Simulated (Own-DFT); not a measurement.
# How strain changes the stress of hcp Hf, 36 atoms (Hf36)

Calculated results; nothing here was measured. The program, named Own-DFT, is a retired in-house plane-wave density functional code that no person has reviewed. Each row is one single-point run on a periodic cell that was not relaxed, without spin or spin-orbit coupling.

Settings of every run: PBE; PseudoDojo norm-conserving scalar-relativistic files; cutoff 42 hartree; 4 x 4 x 4 k mesh centred on Gamma; cold (Marzari-Vanderbilt) smearing of 0.2 eV.

Known limits: hafnium file: forces about 75 meV/angstrom off all-electron values; forces on such cells passed a denser k mesh, each cell not checked; stress not checked against mesh or cutoff.

Unstrained cell vectors in Å: (9.589, 0.000, 0.000); (-4.795, 8.304, 0.000); (0.000, 0.000, 10.102). The unstrained cell has measured lattice constants (interpolated for alloys), not those of this functional. That, the random moves and any unrelaxed bonds set the pressure at no strain. Each run strains this cell uniformly, with the atoms carried along. Every atom was also moved at random, by a Gaussian of width 0.05 Å on each axis. Strain is the symmetric tensor, in per cent. Stress is positive in tension, and the pressure is minus a third of its trace.

| run | e_xx (%) | e_yy (%) | e_zz (%) | e_yz (%) | e_xz (%) | e_xy (%) | s_xx (GPa) | s_yy (GPa) | s_zz (GPa) | s_yz (GPa) | s_xz (GPa) | s_xy (GPa) | P (GPa) | E (meV/atom) |
|---|---|---|---|---|---|---|---|---|---|---|---|---|---|---|
| 1 | 1.77 | -1.58 | 0.33 | -0.45 | 0.20 | -0.29 | 1.33 | -2.87 | -0.79 | -0.41 | 0.14 | -0.33 | 0.78 | 0.0 |
| 2 | 0.90 | 0.25 | 1.36 | 0.68 | 0.69 | 0.01 | 1.59 | 0.50 | 1.68 | 0.62 | 0.58 | -0.22 | -1.26 | 6.2 |
| 3 | -1.46 | 1.36 | 0.31 | 0.96 | -1.23 | -1.06 | -3.04 | 0.44 | -0.87 | 0.86 | -1.26 | -1.35 | 1.16 | 4.4 |
| 4 | 0.54 | 0.19 | -1.54 | 1.33 | 0.73 | -0.43 | -1.10 | -1.84 | -4.53 | 1.48 | 0.78 | -0.51 | 2.49 | 10.1 |
| 5 | -1.13 | 0.58 | 1.39 | 0.55 | 1.73 | 1.39 | -2.26 | 0.13 | 0.81 | 0.46 | 1.71 | 1.80 | 0.44 | 7.5 |
| 6 | -1.18 | -1.92 | -1.77 | 0.79 | 1.94 | -1.73 | -6.43 | -7.87 | -8.34 | 1.14 | 2.00 | -2.96 | 7.55 | 45.7 |
| 7 | -1.17 | -0.84 | -1.19 | -1.26 | 0.73 | 1.72 | -5.39 | -4.78 | -5.79 | -1.32 | 0.77 | 2.30 | 5.32 | 23.7 |
| 8 | 0.96 | -0.68 | -0.81 | 1.14 | -1.38 | -1.05 | -0.69 | -2.55 | -3.56 | 1.12 | -1.40 | -1.69 | 2.27 | 17.6 |
| 9 | -0.26 | 1.59 | -1.35 | 1.23 | -1.97 | -1.56 | -1.56 | 0.44 | -3.30 | 1.10 | -2.10 | -1.34 | 1.47 | 5.4 |
| 10 | 1.12 | -1.30 | -0.05 | -0.16 | 0.10 | 1.83 | -0.07 | -3.31 | -1.82 | -0.13 | 0.10 | 2.43 | 1.73 | 9.0 |
| 11 | 1.10 | 1.48 | 1.67 | -1.05 | 1.72 | 0.86 | 2.62 | 3.17 | 3.19 | -1.03 | 1.57 | 0.92 | -3.00 | 13.4 |
| 12 | 1.97 | 1.46 | -0.62 | 0.73 | 1.80 | 1.21 | 2.86 | 1.92 | -0.80 | 0.73 | 1.71 | 1.46 | -1.32 | 14.3 |
| 13 | -1.04 | 0.17 | -0.62 | -0.77 | 1.60 | -1.45 | -3.73 | -2.30 | -3.78 | -0.71 | 1.71 | -1.91 | 3.27 | 15.2 |
| 14 | 1.57 | -0.27 | 0.61 | -0.22 | 0.73 | -0.89 | 1.74 | -0.37 | 0.55 | -0.23 | 0.68 | -1.29 | -0.64 | 3.2 |
| 15 | 1.59 | -0.01 | 0.43 | -0.54 | 1.58 | -1.52 | 2.02 | -0.05 | 0.51 | -0.56 | 1.58 | -1.79 | -0.83 | 2.7 |
| 16 | -0.17 | -0.87 | 1.36 | 0.93 | 0.86 | -1.80 | ? | ? | ? | ? | ? | ? | ? | ? |

E is the free energy for each atom above the lowest run shown.

## Worked fit

Each stress component was fitted by least squares to a constant and the strains of the runs shown, as fractions, with shears doubled. Shear strains stay in the fit of a normal stress only where such slopes are resolved. The slopes, in GPa:

```
stress,at no strain,per e_xx,per e_yy,per e_zz,scatter
s_xx,-1.4,196 ± 4,70 ± 5,68 ± 5,0.18
s_yy,-1.5,68 ± 5,193 ± 6,79 ± 6,0.23
s_zz,-1.8,72 ± 7,77 ± 8,211 ± 8,0.31
```

Each shear stress against twice its own strain: yz 52 ± 1, xz 51 ± 1, xy 66 ± 3 GPa. These are stiffnesses along x, y and z of the frame in which the cell vectors are given, which need not be the crystal's axes. The atoms are held to the strained lattice; where symmetry lets them move under strain, relaxing them would lower some slopes. The table should be nearly symmetric about its diagonal, and what it lacks of that shows the noise. A ninth of its sum, 115 ± 2 GPa, estimates the bulk modulus near the mean pressure of these runs, 1.3 GPa.

## Withheld run

Question: what normal stresses and pressure should run 16 give?

The fit gives s_xx = -1.5, s_yy = -2.2, s_zz = 0.3 and P = 1.1 GPa. The calculation gave -1.17, -2.42, 0.46 and P = 1.04 GPa.
